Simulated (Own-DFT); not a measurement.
Simulation results for Hf₃₆O₇₁ (tetragonal hafnia with one neutral oxygen vacancy, atoms displaced)

All values are calculated (Own-DFT development build). A calculation, not a measurement: plane-wave PBE and HSE06 DFT by an unreviewed code, no spin, of a simulated cell at Gamma alone, so results move with cell size and shape, stress positive in tension, energies less offsets, not probed for a lower state with spin; hafnium file: forces about 75 meV/angstrom off all-electron values; oxygen file: force components 24 meV/angstrom off all-electron in a glass; k mesh not checked against a denser one; forces and stress are PBE's, HSE06 gives the energy alone, and its difference from PBE has offsets of its own; offsets are fitted by least squares, one for each functional and potential file, so energies compare only between cells with the same atoms and settings and are not formation energies; the far tail of each file's local potential was reset to the Coulomb form; each entry is a single point on an unrelaxed cell, so the pressure reflects the starting lattice, taken from the Materials Project, from which strain is counted, and rises with the displacements; printed positions are rounded, which can move forces by about a meV/angstrom; the program is a retired in-house code; no spin-orbit coupling.

Common to all runs: first functional PBE; second functional HSE06; exact exchange share 0.25; screening 0.11 1/bohr; exchange divergence Gygi-Baldereschi; potential files PseudoDojo norm-conserving, scalar-relativistic, made for PBE, standard set; wave cutoff 48 hartree; occupations fixed; k mesh 1 x 1 x 1 centred on Gamma.

(1) 
```xyz
107
Lattice="10.7800 0.0000 0.0000 0.0000 10.7800 0.0000 0.0000 0.0000 10.4493" Properties=species:S:1:pos:R:3:force_x:R:1:force_y:R:1:force_z:R:1 formula=Hf36O71 PBE_energy_of_cell_above_offsets=-97.611 HSE06_less_PBE_above_offsets=0.061 PBE_pressure=2.22 PBE_stress_xx=-1.02 PBE_stress_yy=-2.76 PBE_stress_zz=-2.86 PBE_stress_yz=-0.41 PBE_stress_xz=1.04 PBE_stress_xy=-0.13
Hf    10.7394     0.0411    10.4439      0.096     -1.207     -0.099
Hf     1.9102     1.7529     2.6421     -1.621      0.748      0.765
O      0.0785     1.7281     1.6380     -0.658      0.365     -0.394
O      1.7702    10.7305     3.6248      0.351      1.381      0.317
O      0.0347     1.7475     4.2463     -0.377      1.382     -0.028
O      1.8263    10.7237     1.0317     -0.315      0.748      0.475
Hf     0.0477    10.7581     5.2429     -0.299     -0.846     -0.244
Hf     1.7719     1.7423     7.8326       1.21      0.394      0.415
O      0.1118     1.8477     6.8280     -2.756     -0.505      0.056
O      1.7147    10.7372     8.8908      0.502      0.888     -0.597
O     10.7410     1.8292     9.4632      0.058      0.206     -0.039
O      1.9049     0.0252     6.1840     -2.011     -0.423      1.136
Hf    10.7343     3.5713     0.0213      0.693      0.375     -0.266
Hf     1.7629     5.4254     2.6078      1.379     -0.955     -0.686
O     10.6854     5.3994     1.6400        2.5     -0.217      -0.62
O      1.8462     3.6156     3.5969     -0.506     -0.242      0.413
O      1.7860     3.5436     1.0496      -1.01      0.137     -0.364
Hf    10.7266     3.6748     5.1885      1.187     -0.871      0.333
Hf     1.8024     5.3624     7.8260      1.091     -0.752     -0.023
O      0.0424     5.4483     6.7608     -0.518     -0.725     -0.361
O      1.8219     3.5548     8.8843     -0.156      0.266     -0.322
O      0.0268     5.3813     9.3937     -0.079     -0.148      0.492
O      1.7770     3.5242     6.2082     -0.426      0.696     -0.077
Hf     0.1064     7.1719    10.4465     -0.824      0.822      0.089
Hf     1.8496     9.0594     2.5859     -1.437     -1.076      0.195
O      0.0403     9.1124     1.5667     -0.624     -0.679      0.404
O      1.8522     7.1765     3.5168      -0.61      0.396      1.279
O      0.0549     8.9550     4.2024     -0.123      0.008      0.039
O      1.8386     7.1758     1.0127     -0.821     -0.388     -0.425
Hf     0.0283     7.1360     5.1680     -1.329      0.828      0.326
Hf     1.8623     8.9466     7.7953     -1.875      0.107      0.528
O     10.7625     8.9257     6.7920       0.45      0.383      0.944
O      1.8329     7.1336     8.7918      -0.08      0.947      0.562
O      0.0913     8.9969     9.4829     -0.728     -1.253     -0.261
O      1.7508     7.2711     6.2203      1.416     -0.228     -0.687
Hf     3.5094     0.0102     0.0589      1.666      0.215     -0.606
Hf     5.4335     1.8682     2.6150      0.072     -0.579      0.704
O      3.6103     1.8331     1.6453      0.973     -0.043     -0.909
O      5.4326     0.0472     3.5502     -0.339     -0.057      0.636
O      3.6191     1.7313     4.1748     -0.214       1.01     -0.181
O      5.4415    10.7773     1.0685     -1.401      0.609     -0.987
Hf     3.6056     0.0245     5.2395      1.539     -0.393     -0.155
Hf     5.4420     1.7005     7.8429     -2.119      0.964      -0.51
O      3.5836     1.7730     6.7512      0.263       0.26      0.785
O      5.4033    10.7630     8.8152      0.574     -0.784      1.066
O      3.5682     1.8061     9.4797     -0.049     -1.619     -0.234
O      5.4193     0.0184     6.2686     -0.701      0.081     -0.537
Hf     3.5171     3.5171     0.0237      0.555      2.419     -0.597
Hf     5.3288     5.3501     2.5787      0.409      1.158     -1.315
O      3.6020     5.3325     1.4906     -1.071      0.357      0.712
O      5.3418     3.7232     3.6753      0.543     -2.968      0.045
O      3.6199     5.4388     4.1184     -0.324      0.024      0.573
O      5.3871     3.7126     1.0067        0.6     -1.241      -0.06
Hf     3.5685     3.5233     5.2802      0.511      1.196     -0.338
Hf     5.4389     5.3272     7.9191     -1.137     -0.628     -0.932
O      3.5723     5.3693     6.7435      0.178      0.041      0.372
O      5.3783     3.4852     8.7879      0.106      1.339       0.73
O      3.6136     5.4182     9.3775     -0.389     -1.322      0.401
O      5.3892     3.5715     6.2521      0.369     -0.025     -0.435
Hf     3.6254     7.2229    10.4318      0.927      -1.15        0.4
Hf     5.4396     8.9609     2.6502      0.018      0.661     -0.596
O      3.5675     8.9151     1.6267      1.654       0.28      -0.64
O      5.5087     7.1424     3.5528      -0.23      0.871      1.448
O      3.5636     9.0274     4.1760      0.581     -0.699      0.469
O      5.4434     7.0987     1.0543     -0.392      0.823     -0.942
Hf     3.5627     7.2041     5.1631      0.239     -0.735      0.738
Hf     5.4088     8.8978     7.8913      -0.51      -0.03     -0.903
O      3.6049     9.0042     6.8704      0.621     -0.089     -0.382
O      5.2571     7.1015     8.9183      0.864       1.35     -0.485
O      3.5875     9.0859     9.4790     -0.005     -1.325     -0.355
O      5.3824     7.2648     6.2752     -0.681     -0.384     -0.799
Hf     7.1234    10.7747    10.4230      0.526     -0.706      0.528
Hf     9.0727     1.8533     2.6269      0.258     -2.449     -0.335
O      7.2484     1.8315     1.6405     -0.734       0.33     -0.265
O      9.0084    10.7761     3.5673      0.383       1.03      0.473
O      7.1909     1.7232     4.2975       0.04      2.762     -1.023
O      8.9526     0.0046     0.9912     -0.351      0.107     -0.329
Hf     7.1676     0.0381     5.2388      0.552     -2.026      0.383
Hf     8.9344     1.8692     7.8081      1.628     -1.215      0.185
O      7.1338     1.7679     6.8861      2.063      0.003     -0.707
O      9.0448     0.0138     8.8243     -0.659     -0.143      -0.18
O      7.1142     1.8322     9.4661      0.668     -1.288     -0.412
O      9.0534    10.6709     6.2305     -1.166      0.862     -0.212
Hf     7.2213     3.4826     0.0722     -1.264      2.438     -0.154
Hf     9.0223     5.3577     2.6386     -1.958      1.998      0.326
O      7.2741     5.4176     1.7000     -1.262     -0.416     -0.365
O      9.0165     3.5590     3.5627      0.405      0.801      2.089
O      7.2036     5.3923     4.2622      0.415     -1.202     -0.652
O      8.9182     3.6178     1.0831      2.015     -0.751     -0.605
Hf     7.2048     3.6360     5.2332     -1.864      0.115      0.222
Hf     8.9926     5.4918     7.8731     -0.378     -2.301     -1.989
O      7.1668     5.4063     6.7321       0.08      -0.02      1.312
O      9.0191     3.6019     8.8271     -0.227     -0.009      0.495
O      7.2702     5.4078     9.4402     -0.724     -0.875     -0.276
O      8.9263     3.6162     6.2374      1.293     -0.632     -0.089
Hf     7.2611     7.2131    10.4299     -0.837     -1.893      2.106
Hf     8.9802     9.0839     2.5662       0.11     -1.125      0.133
O      7.1431     9.0611     1.5502      0.986     -0.577     -0.317
O      8.9481     7.2011     3.6480      0.559      -0.01     -0.309
O      7.1977     9.0983     4.1150     -0.348     -1.314      0.551
O      8.9914     7.1240     0.9820      0.993       1.03     -0.296
Hf     7.1210     7.1359     5.1395      0.799      1.478       0.87
Hf     8.9278     8.8877     7.8181      0.848      1.675     -1.411
O      7.0888     8.9723     6.7717      1.631     -0.002      0.829
O      8.9706     7.1105     8.8312      0.206      2.693      1.302
O      7.1715     8.9065     9.4253      0.101      1.324     -0.979
O      8.9839     7.1551     6.2764     -0.232      0.159     -0.361
```

Units: PBE_energy_of_cell_above_offsets, HSE06_less_PBE_above_offsets in eV; PBE_pressure, PBE_stress_xx, PBE_stress_yy, PBE_stress_zz, PBE_stress_yz, PBE_stress_xz, PBE_stress_xy in GPa; force_x, force_y, force_z in eV/Å.

(2) 
```xyz
107
Lattice="10.7800 0.0000 0.0000 0.0000 10.7800 0.0000 0.0000 0.0000 10.4493" Properties=species:S:1:pos:R:3:force_x:R:1:force_y:R:1:force_z:R:1 formula=Hf36O71 PBE_energy_of_cell_above_offsets=-86.715 HSE06_less_PBE_above_offsets=0.509 PBE_pressure=6.79 PBE_stress_xx=-5.53 PBE_stress_yy=-7.88 PBE_stress_zz=-6.97 PBE_stress_yz=-0.65 PBE_stress_xz=0.52 PBE_stress_xy=-0.01
Hf    10.7427     0.1040    10.3332     -0.121     -3.961      2.152
Hf     1.7366     1.8479     2.6248      2.084     -0.447     -1.386
O      0.0083     1.8788     1.6849     -0.612       0.19     -2.393
O      1.7248    10.7622     3.5502     -0.039     -0.112       0.76
O      0.0189     1.7595     4.0124     -0.358      1.009      2.759
O      1.7083     0.0259     0.9824     -0.093     -1.088      0.684
Hf     0.0295    10.6736     5.0885     -0.972      2.133      2.595
Hf     1.7131     1.7792     7.8130      1.773     -0.303      0.808
O     10.6884     1.6399     6.9109       2.47      1.635     -1.471
O      1.7029    10.7103     8.9595        0.6      1.527     -1.692
O      0.0726     1.7697     9.4317     -0.491      2.247     -1.497
O      1.8037     0.1071     6.2260     -1.359      0.406      0.768
Hf     0.0899     3.5536    10.3899      0.222      2.016      2.149
Hf     1.6826     5.4804     2.7755       0.95     -1.326     -3.071
O     10.7681     5.2156     1.6135      0.105      0.691      0.069
O      1.7522     3.6634     3.4900     -0.417     -0.446      2.003
O     10.6712     5.4108     4.2315      1.518      -1.03     -0.628
O      1.7699     3.5486     1.0193      0.269     -0.132     -0.205
Hf    10.6819     3.5441     5.0621      0.959       0.76       1.47
Hf     1.8568     5.4674     7.8502      0.315     -0.908     -0.726
O     10.6597     5.3677     6.7322      2.927      0.083      0.401
O      1.8212     3.6736     8.9720     -0.829      -0.54     -1.766
O      0.1314     5.3857     9.4471     -0.771      0.472     -0.185
O      1.9772     3.5874     6.2374     -5.898     -0.663      1.625
Hf    10.7304     7.2302    10.4048     -2.045        0.8      0.199
Hf     1.6911     9.0500     2.6116      0.839     -0.321     -1.367
O     10.5414     8.9311     1.6327      5.841      0.537     -2.042
O      1.8331     7.1679     3.7426     -0.807      1.631      0.164
O     10.7334     8.9818     4.2389      1.496     -1.939     -0.904
O      1.7526     7.1520     1.1239     -0.191      0.474      -0.18
Hf     0.1533     7.1285     5.2284     -4.878      0.863      1.355
Hf     2.0062     8.9972     7.9408     -3.822     -0.175      0.298
O      0.0160     9.0667     6.9145       2.89      -0.12     -2.262
O      1.9681     7.1732     8.9620     -0.986      0.751     -0.355
O     10.6608     9.0323     9.2511      0.955     -0.745      3.195
O      1.8085     7.1922     6.2575     -0.393     -0.716      1.728
Hf     3.5928    10.6753    10.4381     -0.813      4.091       1.43
Hf     5.3803     1.8506     2.5885     -1.042     -0.481     -1.574
O      3.6222     1.7440     1.4985     -1.025      0.857      1.871
O      5.2778    10.7298     3.5952      1.332      1.447      0.641
O      3.4925     1.7746     4.3285      0.003      1.409      -1.56
O      5.1609    10.6822     1.0490      4.556      1.194     -0.304
Hf     3.5738     0.1465     5.3848     -0.775     -2.408     -3.017
Hf     5.3421     1.7178     7.7657      1.791      2.155      2.034
O      3.5825     1.7876     6.8559     -0.809     -0.727      0.154
O      5.3156    10.6269     8.8737      0.156      3.547      0.214
O      3.5035     1.8888     9.3942      0.148     -1.615     -0.388
O      5.3096     0.0148     6.1526      2.471      0.706      2.372
Hf     3.4902     3.6512    10.4213      2.572     -1.213      0.421
Hf     5.3564     5.3901     2.5981      1.404       -0.1      1.295
O      3.6858     5.3877     1.6462     -3.325      0.534     -1.127
O      5.4034     3.6205     3.5570      0.005     -1.493      0.967
O      3.7076     5.3931     4.3776     -1.013     -0.467      -1.58
O      5.3763     3.5226     1.0063       0.61     -0.088      0.052
Hf     3.6272     3.5669     5.3950      2.528      1.636     -3.073
Hf     5.3408     5.2932     8.0116      1.659      1.583     -3.544
O      3.6152     5.3687     6.7770     -0.603     -0.137      1.546
O      5.3710     3.6561     8.9390     -0.609     -3.574      0.002
O      3.6616     5.4736     9.3034     -1.499     -0.441      2.047
O      5.3750     3.4200     6.2831      1.103      0.108      0.026
Hf     3.5020     7.1952     0.0471      1.804     -0.347      0.335
Hf     5.3414     8.9009     2.7299       1.91      1.452     -0.815
O      3.7114     9.0071     1.6474     -3.883     -1.537     -0.649
O      5.3572     7.1758     3.7648      0.283     -0.321     -1.668
O      3.6583     8.9570     4.2328      -0.97      1.546     -0.519
O      5.4922     7.1254     0.9299     -2.871      0.096      1.624
Hf     3.5133     7.2602     5.1869      3.663     -1.269      1.616
Hf     5.5789     9.0250     7.8925     -0.747     -4.735     -0.949
O      3.4464     8.9883     6.7700       2.91       0.36     -0.475
O      5.4988     7.0642     8.7824       0.31      3.434      1.485
O      3.5628     9.0356     9.4714     -0.403     -3.254     -0.947
O      5.4162     7.1792     6.2464     -1.873      1.041       -0.2
Hf     7.2335     0.0665    10.3846     -1.011     -2.008      1.162
Hf     8.9589     1.9059     2.5664      2.512     -2.427      0.761
O      7.3382     1.8167     1.6822     -4.972     -0.414     -1.128
O      9.0165    10.7030     3.5959      0.138      4.445      1.326
O      7.2209     1.8045     4.2878      0.303     -0.584     -2.041
O      8.9678     0.2003     0.9489      0.878      0.163     -0.568
Hf     7.1302     0.0533     5.2063      1.768     -2.785      0.263
Hf     9.0818     1.9011     7.9030     -4.065     -2.225     -1.442
O      7.2248     1.9503     6.8101     -0.029     -1.522      0.424
O      8.9204    10.7370     8.7964     -0.371      2.847      1.451
O      7.1491     1.7801     9.3533      0.037      0.361      0.724
O      9.0626     0.0285     6.1862     -1.551     -0.339     -0.629
Hf     7.3473     3.6215     0.0486     -5.039     -1.009     -0.984
Hf     8.9632     5.2903     2.6209     -0.258      7.139      -2.33
O      7.1872     5.3415     1.7072      0.249     -0.157     -1.005
O      8.9888     3.7398     3.5422      0.442     -5.832       4.17
O      7.1311     5.3457     4.2358      0.602       0.01       0.09
O      8.9324     3.5480     1.0673      3.381      0.123       0.17
Hf     7.2394     3.5171     5.1797     -2.117      2.677      2.302
Hf     9.0248     5.3988     7.8598     -2.911      2.521     -1.075
O      7.1460     5.5040     6.8874      1.015     -1.122      0.271
O      8.9326     3.6052     8.7972      1.428      0.097      1.783
O      7.2184     5.2241     9.4960      0.547      2.754     -0.029
O      8.9707     3.6340     6.2369      1.333     -0.846     -1.011
Hf     7.1988     7.2764     0.0977      1.037      0.379     -2.418
Hf     9.0549     9.0271     2.7597     -4.719     -3.185     -1.353
O      7.2480     9.0395     1.4926     -0.793      0.168      0.268
O      9.0922     7.2150     3.5697      0.104     -1.972      0.362
O      7.3299     8.9364     4.1684     -1.626      1.195      0.631
O      8.9543     7.3063     1.0015      1.295     -1.798     -0.473
Hf     7.0849     7.1514     5.2116      1.277      -0.41       1.38
Hf     9.0919     9.0925     7.7984     -1.449      -3.11     -1.492
O      7.1200     9.0423     6.7529      1.332      1.193      0.317
O      9.0227     7.2014     8.8922     -0.052     -0.437     -0.088
O      8.9411     7.2770     6.2560      1.199     -0.137      -0.58
```

Units: PBE_energy_of_cell_above_offsets, HSE06_less_PBE_above_offsets in eV; PBE_pressure, PBE_stress_xx, PBE_stress_yy, PBE_stress_zz, PBE_stress_yz, PBE_stress_xz, PBE_stress_xy in GPa; force_x, force_y, force_z in eV/Å.
